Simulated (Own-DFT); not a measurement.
# Strain and stress in wurtzite AlGaN with randomly placed atoms, 128 atoms (Al48Ga16N64)

All numbers below are calculated, not measured. They come from Own-DFT, an in-house plane-wave density functional program, since retired, whose code no person has reviewed. Each row is one single-point run on a periodic cell that was not relaxed, without spin or spin-orbit coupling.

Settings of every run: PBE; PseudoDojo norm-conserving scalar-relativistic files (stringent for Ga); cutoff 96 hartree; 3 x 3 x 3 k mesh centred on Gamma; Gaussian smearing of 0.01 eV.

Known limits: k mesh not checked against a denser one; stress not checked against mesh or cutoff.

Unstrained cell vectors in Å: (12.525, 0.000, 0.000); (-6.263, 10.847, 0.000); (0.000, 0.000, 10.066). The unstrained cell has measured lattice constants (interpolated for alloys), not those of this functional. That, the random moves and any unrelaxed bonds set the pressure at no strain. Each run strains this cell uniformly, with the atoms carried along. Every atom was also moved at random, by a Gaussian of width 0.05 Å on each axis. The random placing of the alloy's atoms differs from row to row. Strain is the symmetric tensor, in per cent. Stress is positive in tension, and the pressure is minus a third of its trace.

| run | e_xx (%) | e_yy (%) | e_zz (%) | s_xx (GPa) | s_yy (GPa) | s_zz (GPa) | P (GPa) | E (meV/atom) |
|---|---|---|---|---|---|---|---|---|
| 1 | -2.00 | -2.00 | 0.00 | -16.22 | -21.24 | -10.54 | 16.00 | 55.4 |
| 2 | 2.00 | 2.00 | 0.00 | 4.01 | 3.73 | -3.92 | -1.27 | 20.3 |
| 3 | 1.50 | 1.50 | 0.00 | 2.17 | 0.79 | -4.89 | 0.64 | 21.0 |
| 4 | -0.50 | -0.50 | 0.00 | -8.53 | -9.46 | -7.42 | 8.47 | 18.4 |
| 5 | 2.75 | 2.75 | 0.00 | 7.75 | 7.09 | -3.30 | -3.85 | 20.1 |
| 6 | 0.50 | 0.50 | 0.00 | -3.77 | -4.10 | -4.22 | 4.03 | 0.0 |
| 7 | -1.25 | -1.25 | 0.00 | -14.67 | -14.32 | -8.20 | 12.40 | 46.5 |
| 8 | -0.25 | -0.25 | 0.00 | -7.96 | -6.78 | -8.09 | 7.61 | 24.8 |
| 9 | 0.75 | 0.75 | 0.00 | ? | ? | ? | ? | ? |

E is the free energy for each atom above the lowest run shown.

## Worked fit

The change of volume is close to e_xx + e_yy + e_zz. A straight line through the runs shown gives P = 6.98 - 207 x (fractional change of volume) GPa, with an error of 7 on the slope and a scatter of 0.65 GPa. The strain isn't the same on all axes and the cell isn't cubic, so the slope belongs to this path and is not the bulk modulus.

## Withheld run

Question: what pressure should run 9 give? Its volume changes by 1.51 %.

The line gives 3.9 GPa. The calculation gave 3.10 GPa.
